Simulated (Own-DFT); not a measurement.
# Computed records: GaP (zincblende, atoms displaced)

Computed with Own-DFT development build. A calculation, not a measurement: plane-wave PBE density functional theory by an unreviewed code, no spin, of a simulated periodic cell, stress positive in tension, free energy of the whole cell less one offset for each atom, forces on such cells passed a denser k mesh, this cell's mesh not checked; offsets are fitted by least squares, one for each functional and potential file, so energies compare only between cells with the same atoms and settings and are not formation energies; the far tail of each file's local potential was reset to the Coulomb form; each entry is a single point on an unrelaxed cell, so the pressure reflects the starting lattice, mostly measured values (interpolated for alloys), from which strain is counted, and rises with the displacements; printed positions are rounded, which can move forces by about a meV/angstrom; the program, named Own-DFT, is a retired in-house code; no spin-orbit coupling.

Common to all runs: functional PBE; potential files PseudoDojo norm-conserving, scalar-relativistic, standard set; wave cutoff 42 hartree; occupations Fermi-Dirac; smearing width 0.1 eV; hardware one NVIDIA H100; k mesh 3 x 3 x 3 centred on Gamma.

(1) 
```cif
# cell vector a (Å): 10.9010 0.0000 0.0000
# cell vector b (Å): 0.0000 10.9010 0.0000
# cell vector c (Å): 0.0000 0.0000 10.9010
data_GaP
_symmetry_space_group_name_H-M 'P 1'
_symmetry_Int_Tables_number 1
_cell_length_a 10.9010
_cell_length_b 10.9010
_cell_length_c 10.9010
_cell_angle_alpha 90.000
_cell_angle_beta 90.000
_cell_angle_gamma 90.000
_cell_volume 1295.39
loop_
_atom_site_label
_atom_site_type_symbol
_atom_site_fract_x
_atom_site_fract_y
_atom_site_fract_z
_atom_site_occupancy
Ga1 Ga 0.00630 0.00287 0.98746 1
Ga2 Ga 0.01626 0.25895 0.25147 1
Ga3 Ga 0.24399 0.97941 0.24978 1
Ga4 Ga 0.25915 0.23645 0.02074 1
P1 P 0.13403 0.14325 0.12805 1
P2 P 0.10454 0.37269 0.36404 1
P3 P 0.34108 0.14565 0.37774 1
P4 P 0.36190 0.36212 0.11665 1
Ga5 Ga 0.99528 0.02730 0.48993 1
Ga6 Ga 0.99308 0.23694 0.74978 1
Ga7 Ga 0.25642 0.02264 0.75743 1
Ga8 Ga 0.29329 0.27838 0.50980 1
P5 P 0.11752 0.14478 0.62503 1
P6 P 0.10736 0.38336 0.86490 1
P7 P 0.38191 0.12252 0.87524 1
P8 P 0.37936 0.36932 0.62915 1
Ga9 Ga 0.98073 0.53462 0.02209 1
Ga10 Ga 0.99928 0.76421 0.23832 1
Ga11 Ga 0.24268 0.45946 0.25605 1
Ga12 Ga 0.25244 0.73778 0.99168 1
P9 P 0.12267 0.62496 0.10727 1
P10 P 0.12586 0.89352 0.38030 1
P11 P 0.36088 0.61210 0.37938 1
P12 P 0.39792 0.88210 0.10344 1
Ga13 Ga 0.01330 0.50692 0.48840 1
Ga14 Ga 0.99784 0.75002 0.77449 1
Ga15 Ga 0.24105 0.50650 0.74554 1
Ga16 Ga 0.25047 0.74467 0.49728 1
P13 P 0.13377 0.64293 0.62297 1
P14 P 0.14777 0.88325 0.86942 1
P15 P 0.36817 0.59544 0.87355 1
P16 P 0.35744 0.88692 0.61930 1
Ga17 Ga 0.47702 0.99973 0.01045 1
Ga18 Ga 0.48368 0.23277 0.24886 1
Ga19 Ga 0.74028 0.99530 0.22376 1
Ga20 Ga 0.74364 0.26209 0.01948 1
P17 P 0.62193 0.14679 0.13690 1
P18 P 0.64121 0.38927 0.37081 1
P19 P 0.86775 0.11782 0.36871 1
P20 P 0.85674 0.35646 0.10216 1
Ga21 Ga 0.47111 0.01558 0.50028 1
Ga22 Ga 0.48082 0.23434 0.76620 1
Ga23 Ga 0.76387 0.02132 0.74195 1
Ga24 Ga 0.76441 0.24747 0.52297 1
P21 P 0.63680 0.13573 0.63878 1
P22 P 0.60015 0.35847 0.85346 1
P23 P 0.86489 0.13472 0.84956 1
P24 P 0.89183 0.37612 0.62221 1
Ga25 Ga 0.50154 0.49813 0.99791 1
Ga26 Ga 0.50193 0.73391 0.25808 1
Ga27 Ga 0.75917 0.48774 0.22517 1
Ga28 Ga 0.75601 0.72492 0.99083 1
P25 P 0.65498 0.63347 0.13324 1
P26 P 0.63402 0.87974 0.38519 1
P27 P 0.86234 0.63488 0.36311 1
P28 P 0.87546 0.84217 0.13013 1
Ga29 Ga 0.50730 0.48017 0.52161 1
Ga30 Ga 0.49204 0.72228 0.75294 1
Ga31 Ga 0.75824 0.48907 0.76110 1
Ga32 Ga 0.73779 0.75929 0.48574 1
P29 P 0.61315 0.61159 0.61568 1
P30 P 0.62867 0.86426 0.87268 1
P31 P 0.88547 0.62118 0.85561 1
P32 P 0.88481 0.86835 0.61593 1
_calc_free_energy_of_cell_above_offsets '-8.368'  # eV
_calc_pressure 8.67  # GPa
_calc_stress_xx -8.79  # GPa
_calc_stress_yy -8.61  # GPa
_calc_stress_zz -8.6  # GPa
_calc_stress_yz -0.06  # GPa
_calc_stress_xz -0.85  # GPa
_calc_stress_xy -4.63  # GPa
_calc_wall_time 561.3  # s
```

Force:
```csv
element,x (eV/Å),y (eV/Å),z (eV/Å)
Ga,-0.599,0.101,0.57
Ga,-4.418,-3.593,-2.595
Ga,1.322,1.629,-1.929
Ga,-0.719,0.39,-5.195
P,-2.392,-4.009,0.964
P,2.47,1.875,4.333
P,1.637,-2.871,-1.838
P,3.544,2.701,1.713
Ga,1.137,-1.778,1.64
Ga,1.559,3.198,-0.292
Ga,-1.704,-0.942,-2.545
Ga,-6.947,-3.881,-4.215
P,2.447,-0.899,-1.074
P,0.665,-0.424,1.337
P,-2.433,-1.306,3.528
P,2.877,4.182,6.736
Ga,-1.727,-3.693,-2.744
Ga,4.107,-2.682,4.248
Ga,1.095,2.929,-1.167
Ga,0.809,0.925,-0.561
P,2.307,1.236,3.837
P,-1.303,-2.457,0.586
P,0.964,-0.932,-0.759
P,-6.297,-8.39,7.501
Ga,-1.633,1.575,0.941
Ga,2.517,3.263,-3.327
Ga,-1.25,-1.597,-0.641
Ga,0.2,2.007,-0.98
P,-1.789,-1.503,0.84
P,-1.412,-0.78,0.77
P,0.409,2.17,0.684
P,0.921,-1.007,1.053
Ga,7.387,6.413,-5.865
Ga,-0.15,2.544,1.757
Ga,0.801,-0.817,1.387
Ga,-7.12,-5.755,-7.776
P,-0.161,-2.868,-1.657
P,-1.422,-1.938,0.808
P,-0.823,1.72,-1.519
P,9.38,6.712,5.473
Ga,1.92,0.011,-0.08
Ga,2.013,1.089,-4.375
Ga,-1.757,-5.51,-1.657
Ga,-0.459,0.836,-2.467
P,-3.274,-0.191,-1.29
P,3.304,2.864,3.33
P,0.77,0.541,6.288
P,-0.177,0.95,0.331
Ga,0.992,-0.654,0.914
Ga,0.414,0.949,0.229
Ga,0.108,0.218,2.254
Ga,0.233,2.288,-1.795
P,-3.679,-1.313,-0.276
P,-4.012,2.93,-2.929
P,1.726,-1.127,0.01
P,-3.482,4.912,-4.639
Ga,0.012,-0.207,-3.459
Ga,0.413,1.719,-0.239
Ga,-1.331,-0.794,-2.131
Ga,2.23,-2.72,2.979
P,2.691,2.307,1.871
P,-0.324,0.575,0.017
P,-2.279,-1.844,2.579
P,-0.306,0.726,0.509
```

(2) 
```cif
# cell vector a (Å): 10.9010 0.0000 0.0000
# cell vector b (Å): 0.0000 10.9010 0.0000
# cell vector c (Å): 0.0000 0.0000 10.9010
data_GaP
_symmetry_space_group_name_H-M 'P 1'
_symmetry_Int_Tables_number 1
_cell_length_a 10.9010
_cell_length_b 10.9010
_cell_length_c 10.9010
_cell_angle_alpha 90.000
_cell_angle_beta 90.000
_cell_angle_gamma 90.000
_cell_volume 1295.39
loop_
_atom_site_label
_atom_site_type_symbol
_atom_site_fract_x
_atom_site_fract_y
_atom_site_fract_z
_atom_site_occupancy
Ga1 Ga 0.99377 0.99554 0.99864 1
Ga2 Ga 0.00787 0.23325 0.26341 1
Ga3 Ga 0.25327 0.96460 0.26926 1
Ga4 Ga 0.23657 0.24788 0.98958 1
P1 P 0.13178 0.14004 0.12571 1
P2 P 0.12720 0.37241 0.37086 1
P3 P 0.37494 0.15498 0.37528 1
P4 P 0.35959 0.36383 0.12994 1
Ga5 Ga 0.03087 0.00283 0.48052 1
Ga6 Ga 0.00243 0.24933 0.73866 1
Ga7 Ga 0.27170 0.99169 0.76831 1
Ga8 Ga 0.25494 0.26441 0.50933 1
P5 P 0.13599 0.11797 0.63740 1
P6 P 0.13981 0.35549 0.87185 1
P7 P 0.35271 0.10051 0.88871 1
P8 P 0.37775 0.38237 0.63100 1
Ga9 Ga 0.02431 0.49445 0.99522 1
Ga10 Ga 0.99126 0.73841 0.25354 1
Ga11 Ga 0.25489 0.51779 0.25158 1
Ga12 Ga 0.24410 0.77393 0.00852 1
P9 P 0.13358 0.63421 0.13327 1
P10 P 0.13325 0.88083 0.35988 1
P11 P 0.37854 0.61028 0.38640 1
P12 P 0.40864 0.86897 0.13629 1
Ga13 Ga 0.00890 0.49580 0.48173 1
Ga14 Ga 0.01239 0.75372 0.76071 1
Ga15 Ga 0.28482 0.49396 0.73269 1
Ga16 Ga 0.23914 0.74544 0.50928 1
P13 P 0.11164 0.63855 0.60676 1
P14 P 0.12765 0.88076 0.87214 1
P15 P 0.37140 0.63653 0.87451 1
P16 P 0.37791 0.87738 0.63435 1
Ga17 Ga 0.49487 0.02831 0.99817 1
Ga18 Ga 0.48949 0.26538 0.23663 1
Ga19 Ga 0.77734 0.98847 0.25444 1
Ga20 Ga 0.75986 0.25010 0.02684 1
P17 P 0.63006 0.14907 0.13604 1
P18 P 0.62486 0.36584 0.37188 1
P19 P 0.87279 0.14531 0.34744 1
P20 P 0.87523 0.40159 0.10978 1
Ga21 Ga 0.51028 0.00564 0.48570 1
Ga22 Ga 0.50503 0.24745 0.76602 1
Ga23 Ga 0.74220 0.01401 0.74378 1
Ga24 Ga 0.76246 0.25037 0.49104 1
P21 P 0.60838 0.09819 0.63123 1
P22 P 0.63245 0.36551 0.88139 1
P23 P 0.87653 0.12085 0.88377 1
P24 P 0.89413 0.37274 0.61364 1
Ga25 Ga 0.49779 0.47372 0.01753 1
Ga26 Ga 0.50756 0.75468 0.25697 1
Ga27 Ga 0.74893 0.48174 0.22468 1
Ga28 Ga 0.75157 0.71559 0.01649 1
P25 P 0.64453 0.65049 0.12481 1
P26 P 0.62111 0.87493 0.39795 1
P27 P 0.88925 0.59948 0.37187 1
P28 P 0.86709 0.88984 0.13878 1
Ga29 Ga 0.48501 0.49432 0.53024 1
Ga30 Ga 0.49240 0.74695 0.72415 1
Ga31 Ga 0.74903 0.53310 0.73392 1
Ga32 Ga 0.74336 0.73852 0.50303 1
P29 P 0.61589 0.63352 0.61064 1
P30 P 0.62389 0.88174 0.87672 1
P31 P 0.87809 0.64286 0.90763 1
P32 P 0.88655 0.86905 0.64305 1
_calc_free_energy_of_cell_above_offsets '-9.121'  # eV
_calc_pressure 8.9  # GPa
_calc_stress_xx -10.07  # GPa
_calc_stress_yy -7.44  # GPa
_calc_stress_zz -9.19  # GPa
_calc_stress_yz 0.75  # GPa
_calc_stress_xz 3.31  # GPa
_calc_stress_xy 0.56  # GPa
_calc_wall_time 563  # s
```

Force:
```csv
element,x (eV/Å),y (eV/Å),z (eV/Å)
Ga,0.995,0.645,0.817
Ga,3.407,3.579,-3.307
Ga,7.334,6.388,-5.771
Ga,2.411,-1.828,2.367
P,-0.712,-2.924,0.568
P,1.217,0.096,-0.333
P,0.124,-2.923,0.178
P,-1.479,1.995,-1.309
Ga,-2.13,1.094,2.018
Ga,-0.024,-1.006,1.597
Ga,-3.187,-2.496,-4.155
Ga,-1.026,-1.008,-0.158
P,0.614,0.209,-1.061
P,-2.194,4.013,-3.455
P,1.968,5.817,1.853
P,1.785,-7.563,-0.798
Ga,-0.068,0.668,-0.185
Ga,0.048,1.068,-0.157
Ga,-0.246,-1.883,0.135
Ga,1.426,-0.993,0.201
P,-0.565,0.14,-1.327
P,-5.776,-6.222,4.408
P,0.423,1.884,0.103
P,-3.23,2.453,-1.919
Ga,1.156,-0.767,2.182
Ga,-0.939,-1.014,-0.009
Ga,-5.455,5.416,5.356
Ga,2.495,1.936,-1.507
P,-0.671,-2.708,2.549
P,-0.142,0.315,1.155
P,0.516,-0.957,0.22
P,-1.286,0.873,-3.119
Ga,3.345,-2.117,1.821
Ga,1.676,-1.153,1.988
Ga,-5.58,3.902,4.548
Ga,1.152,0.517,-2.561
P,-1.222,-2.9,0.497
P,-0.399,1.443,0.37
P,-2.53,-3.463,4.033
P,2.982,-3.01,-0.816
Ga,-3.639,1.49,0.453
Ga,-0.606,-1.047,-0.501
Ga,2.239,-2.304,2.243
Ga,-1.129,-0.186,0.905
P,0.292,4.132,-0.442
P,0.547,1.14,-0.092
P,-0.81,1.376,-1.108
P,-1.724,1.183,0.383
Ga,0.428,1.856,-1.418
Ga,1.248,-2.029,2.024
Ga,-2.156,2.374,3.297
Ga,3.976,8.995,-5.535
P,-9.255,-6.938,8.757
P,2.49,-1.286,-2.982
P,-3.815,2.284,-1.371
P,4.074,-5.745,-5.164
Ga,3.531,1.659,-4.398
Ga,0.944,0.141,3.755
Ga,1.152,-1.847,1.812
Ga,3.235,1.176,-0.878
P,-0.38,-1.495,0.868
P,-0.12,-0.611,-0.052
P,4.451,-2.977,-5.406
P,-1.186,1.144,-2.169
```

(3) 
```cif
# cell vector a (Å): 10.9010 0.0000 0.0000
# cell vector b (Å): 0.0000 10.9010 0.0000
# cell vector c (Å): 0.0000 0.0000 10.9010
data_GaP
_symmetry_space_group_name_H-M 'P 1'
_symmetry_Int_Tables_number 1
_cell_length_a 10.9010
_cell_length_b 10.9010
_cell_length_c 10.9010
_cell_angle_alpha 90.000
_cell_angle_beta 90.000
_cell_angle_gamma 90.000
_cell_volume 1295.39
loop_
_atom_site_label
_atom_site_type_symbol
_atom_site_fract_x
_atom_site_fract_y
_atom_site_fract_z
_atom_site_occupancy
Ga1 Ga 0.01694 0.01963 0.01267 1
Ga2 Ga 0.99221 0.25977 0.26410 1
Ga3 Ga 0.27728 0.99591 0.24668 1
Ga4 Ga 0.24611 0.27652 0.01762 1
P1 P 0.12843 0.11596 0.13503 1
P2 P 0.12521 0.39743 0.36575 1
P3 P 0.35233 0.13257 0.36904 1
P4 P 0.37127 0.37822 0.10776 1
Ga5 Ga 0.01478 0.00567 0.49421 1
Ga6 Ga 0.01127 0.23091 0.74391 1
Ga7 Ga 0.25072 0.00840 0.77441 1
Ga8 Ga 0.25064 0.24811 0.49939 1
P5 P 0.11559 0.13405 0.62587 1
P6 P 0.11695 0.38086 0.89963 1
P7 P 0.37107 0.14159 0.86238 1
P8 P 0.37881 0.37835 0.61736 1
Ga9 Ga 0.98815 0.50504 0.01631 1
Ga10 Ga 0.99608 0.74574 0.25666 1
Ga11 Ga 0.25699 0.50167 0.26645 1
Ga12 Ga 0.23679 0.74196 0.99517 1
P9 P 0.13739 0.60282 0.13468 1
P10 P 0.13692 0.86092 0.39367 1
P11 P 0.38190 0.63313 0.36213 1
P12 P 0.40822 0.87168 0.12923 1
Ga13 Ga 0.00246 0.48296 0.49479 1
Ga14 Ga 0.00240 0.74073 0.76419 1
Ga15 Ga 0.25315 0.51171 0.75917 1
Ga16 Ga 0.25200 0.74792 0.50684 1
P13 P 0.11622 0.61503 0.60169 1
P14 P 0.11040 0.84506 0.86346 1
P15 P 0.39056 0.62705 0.86172 1
P16 P 0.38569 0.87074 0.61713 1
Ga17 Ga 0.48319 0.00221 0.00051 1
Ga18 Ga 0.51685 0.25729 0.25305 1
Ga19 Ga 0.75093 0.02136 0.26403 1
Ga20 Ga 0.76181 0.25145 0.01350 1
P17 P 0.63102 0.12606 0.12791 1
P18 P 0.60887 0.39081 0.39044 1
P19 P 0.90464 0.12939 0.37704 1
P20 P 0.88165 0.35932 0.12091 1
Ga21 Ga 0.49670 0.00565 0.50871 1
Ga22 Ga 0.47311 0.25150 0.75216 1
Ga23 Ga 0.73648 0.01386 0.79035 1
Ga24 Ga 0.73122 0.23904 0.52133 1
P21 P 0.63516 0.13413 0.61470 1
P22 P 0.64795 0.38149 0.89136 1
P23 P 0.87530 0.11283 0.88796 1
P24 P 0.88573 0.34568 0.63674 1
Ga25 Ga 0.51177 0.49070 0.98946 1
Ga26 Ga 0.50614 0.72825 0.26120 1
Ga27 Ga 0.74457 0.49564 0.22849 1
Ga28 Ga 0.74945 0.76016 0.99259 1
P25 P 0.62821 0.60877 0.11129 1
P26 P 0.62908 0.88994 0.36342 1
P27 P 0.88309 0.60383 0.37952 1
P28 P 0.87164 0.88139 0.12707 1
Ga29 Ga 0.50417 0.51539 0.49772 1
Ga30 Ga 0.48847 0.75278 0.76019 1
Ga31 Ga 0.76071 0.50053 0.77710 1
Ga32 Ga 0.75899 0.75110 0.49997 1
P29 P 0.63682 0.63739 0.63431 1
P30 P 0.62949 0.87012 0.89326 1
P31 P 0.89479 0.64010 0.85533 1
P32 P 0.88130 0.86507 0.62608 1
_calc_free_energy_of_cell_above_offsets '-13.735'  # eV
_calc_pressure 7.61  # GPa
_calc_stress_xx -8.02  # GPa
_calc_stress_yy -7.86  # GPa
_calc_stress_zz -6.95  # GPa
_calc_stress_yz 1.5  # GPa
_calc_stress_xz 0.38  # GPa
_calc_stress_xy -3.81  # GPa
_calc_wall_time 564.4  # s
```

Force:
```csv
element,x (eV/Å),y (eV/Å),z (eV/Å)
Ga,-2.276,-3.313,-1.654
Ga,2.399,0.887,-1.517
Ga,-1.894,-1.931,-0.421
Ga,-2.763,-3.987,-1.824
P,2.368,2.352,1.502
P,0.298,-3.828,0.737
P,3.383,0.37,0.636
P,3.949,2.321,3.967
Ga,-0.197,-2.111,1.242
Ga,-2.201,2.299,4.722
Ga,-1.593,-2.114,-2.623
Ga,-1.177,1.449,0.5
P,4.232,-3.031,-1.865
P,-0.19,-0.017,-2.722
P,-1.463,-2.04,4.862
P,-0.891,0.821,0.337
Ga,0.555,0.726,-0.966
Ga,0.571,-0.05,-0.085
Ga,1.786,-0.108,-2.095
Ga,1.457,-0.477,0.79
P,-1.308,2.438,-0.754
P,-1.053,2.037,-2.987
P,-2.559,-1.665,3.684
P,-2.884,-1.389,0.338
Ga,-1.662,-0.475,1.855
Ga,1.825,1.674,-9.763
Ga,-1.378,-1.213,-1.335
Ga,1.038,-1.158,0.547
P,1.32,0.612,2.908
P,4.651,6.093,4.058
P,-2.097,-1.922,3.347
P,-1.157,0.463,1.791
Ga,1.785,1.36,-1.012
Ga,-1.696,0.001,-0.178
Ga,1.511,-0.575,-0.852
Ga,-1.387,-1.85,-1.554
P,-0.711,0.451,-0.454
P,3.073,-2.285,-2.093
P,-3.725,-0.71,1.151
P,0.28,2.078,1.786
Ga,0.476,0.466,-1.668
Ga,4.385,2.528,-2.879
Ga,-0.309,-1.406,-3.295
Ga,6.771,7.049,-6.214
P,-6.709,-6.998,7.375
P,-1.227,-2.426,-1.061
P,1.772,2.165,0.209
P,-1.716,2.715,-0.965
Ga,-1.872,0.696,0.153
Ga,3.929,2.931,-3.004
Ga,1.314,-1.033,2.466
Ga,2.664,-2.296,2.104
P,-0.291,2.55,0.174
P,-0.725,-1.696,1.795
P,-1.999,1.262,-1.321
P,0.71,-0.034,0.489
Ga,-0.843,1.581,2.185
Ga,3.192,2.239,-2.382
Ga,0.734,0.37,-2.966
Ga,-0.126,-0.001,-0.746
P,-0.753,-0.98,0.217
P,-3.684,1.96,-2.237
P,-6.11,-5.619,6.906
P,0.2,1.793,0.659
```

(4) 
```cif
# cell vector a (Å): 10.9010 0.0000 0.0000
# cell vector b (Å): 0.0000 10.9010 0.0000
# cell vector c (Å): 0.0000 0.0000 10.9010
data_GaP
_symmetry_space_group_name_H-M 'P 1'
_symmetry_Int_Tables_number 1
_cell_length_a 10.9010
_cell_length_b 10.9010
_cell_length_c 10.9010
_cell_angle_alpha 90.000
_cell_angle_beta 90.000
_cell_angle_gamma 90.000
_cell_volume 1295.39
loop_
_atom_site_label
_atom_site_type_symbol
_atom_site_fract_x
_atom_site_fract_y
_atom_site_fract_z
_atom_site_occupancy
Ga1 Ga 0.00218 0.00232 0.99384 1
Ga2 Ga 0.00982 0.23835 0.22950 1
Ga3 Ga 0.25717 0.02625 0.22327 1
Ga4 Ga 0.25762 0.26527 0.02089 1
P1 P 0.12008 0.13766 0.12200 1
P2 P 0.11028 0.37608 0.40804 1
P3 P 0.38295 0.12615 0.36428 1
P4 P 0.35422 0.37542 0.15264 1
Ga5 Ga 0.00892 0.97819 0.50908 1
Ga6 Ga 0.96969 0.25619 0.74986 1
Ga7 Ga 0.26604 0.01624 0.74607 1
Ga8 Ga 0.24655 0.25060 0.48258 1
P5 P 0.13665 0.10130 0.64255 1
P6 P 0.12586 0.37376 0.88670 1
P7 P 0.38474 0.12677 0.87786 1
P8 P 0.39531 0.39805 0.63272 1
Ga9 Ga 0.98713 0.50182 0.99924 1
Ga10 Ga 0.01576 0.73456 0.23957 1
Ga11 Ga 0.24844 0.50079 0.23308 1
Ga12 Ga 0.23760 0.75141 0.99475 1
P9 P 0.12605 0.59204 0.12972 1
P10 P 0.14956 0.88008 0.37685 1
P11 P 0.38739 0.61462 0.38586 1
P12 P 0.37210 0.86758 0.13994 1
Ga13 Ga 0.99979 0.50650 0.51544 1
Ga14 Ga 0.00661 0.73138 0.74833 1
Ga15 Ga 0.24478 0.51058 0.75165 1
Ga16 Ga 0.25114 0.74429 0.51618 1
P13 P 0.14375 0.63602 0.63452 1
P14 P 0.14186 0.85091 0.86612 1
P15 P 0.39128 0.65069 0.86738 1
P16 P 0.35368 0.85729 0.62277 1
Ga17 Ga 0.48951 0.99947 0.99906 1
Ga18 Ga 0.51167 0.23884 0.22979 1
Ga19 Ga 0.74605 0.00001 0.23144 1
Ga20 Ga 0.75521 0.24979 0.01985 1
P17 P 0.62378 0.11251 0.12796 1
P18 P 0.62541 0.36448 0.37682 1
P19 P 0.88067 0.14573 0.37464 1
P20 P 0.88400 0.37730 0.10241 1
Ga21 Ga 0.53409 0.01077 0.50813 1
Ga22 Ga 0.50005 0.24188 0.74483 1
Ga23 Ga 0.72799 0.99528 0.73668 1
Ga24 Ga 0.75804 0.24015 0.48873 1
P21 P 0.58920 0.14669 0.62431 1
P22 P 0.60653 0.38381 0.86219 1
P23 P 0.87168 0.11717 0.87087 1
P24 P 0.87817 0.37326 0.62628 1
Ga25 Ga 0.50594 0.51440 0.99280 1
Ga26 Ga 0.51804 0.73659 0.25908 1
Ga27 Ga 0.74977 0.48464 0.26512 1
Ga28 Ga 0.75900 0.73863 0.00670 1
P25 P 0.64726 0.62400 0.12803 1
P26 P 0.64079 0.85952 0.36385 1
P27 P 0.86460 0.62124 0.38026 1
P28 P 0.89081 0.86819 0.12810 1
Ga29 Ga 0.49709 0.52818 0.51041 1
Ga30 Ga 0.50566 0.74057 0.76424 1
Ga31 Ga 0.73506 0.49899 0.76573 1
Ga32 Ga 0.74476 0.73215 0.53905 1
P29 P 0.60857 0.63521 0.60339 1
P30 P 0.62625 0.87908 0.89720 1
P31 P 0.87570 0.63116 0.88581 1
P32 P 0.87149 0.88360 0.63546 1
_calc_free_energy_of_cell_above_offsets '-11.022'  # eV
_calc_pressure 8.15  # GPa
_calc_stress_xx -8.77  # GPa
_calc_stress_yy -8.07  # GPa
_calc_stress_zz -7.61  # GPa
_calc_stress_yz 0.12  # GPa
_calc_stress_xz 0.53  # GPa
_calc_stress_xy 0.63  # GPa
_calc_wall_time 556.8  # s
```

Force:
```csv
element,x (eV/Å),y (eV/Å),z (eV/Å)
Ga,0.569,-1.314,-0.439
Ga,-3.236,4.211,4.011
Ga,0.563,-1.646,2.045
Ga,-0.857,-0.985,-2.529
P,2.278,-3.025,-3.525
P,0.444,-0.149,-3.663
P,0.239,0.015,0.56
P,5.905,-2.395,-2.457
Ga,0.546,1.195,-1.032
Ga,3.415,-1.799,1.712
Ga,1.91,-3.465,1.873
Ga,1.519,-0.883,1.838
P,-3.81,3.784,-3.04
P,-0.367,0.463,-1.41
P,-1.165,1.148,0.7
P,-2.232,-1.665,0.079
Ga,2.449,0.424,-1.641
Ga,-0.101,0.863,2.089
Ga,0.15,0.793,6.971
Ga,2.623,-1.913,3.1
P,-2.506,3.971,-3.12
P,-1.216,-0.832,-0.95
P,-3.551,2.223,-3.719
P,0.021,-0.121,-1.273
Ga,-0.425,1.215,0.041
Ga,-1.116,1.842,0.829
Ga,1.875,-1.729,1.689
Ga,-0.28,-0.454,-5.068
P,-3.225,-2.241,-0.735
P,-2.582,3.885,-1.446
P,-5.365,-4.848,4.726
P,5.197,3.955,3.13
Ga,0.062,-1.101,1.2
Ga,-1.527,1.927,2.631
Ga,2.368,-1.563,2.687
Ga,-1.25,-1.092,-2.401
P,-0.174,0.808,-2.892
P,-1.083,0.245,0.138
P,1.608,-3.91,-1.815
P,-1.243,-1.205,4.213
Ga,-3.247,-4.425,-3.789
Ga,-3.786,4.769,4.405
Ga,-0.216,1.012,1.569
Ga,-1.909,2.095,2.009
P,7.156,-2.045,-2.563
P,0.335,-2.145,2.26
P,-1.385,0.263,0.276
P,-2.662,1.756,-0.719
Ga,-0.816,0.213,0.859
Ga,-1.49,0.014,-0.478
Ga,0.852,0.079,-1.045
Ga,-0.038,2.79,0.315
P,-1.722,-1.588,0.729
P,0.896,1.901,2.135
P,1.324,0.501,0.674
P,-0.497,0.65,-0.612
Ga,-0.719,-6.259,-1.553
Ga,3.526,4.642,-4.271
Ga,1.795,1.029,-1.941
Ga,5.323,4.195,-4.2
P,0.266,-0.173,7.258
P,0.581,-0.949,-1.831
P,-0.01,-0.953,-2.448
P,0.009,-2.008,-0.145
```
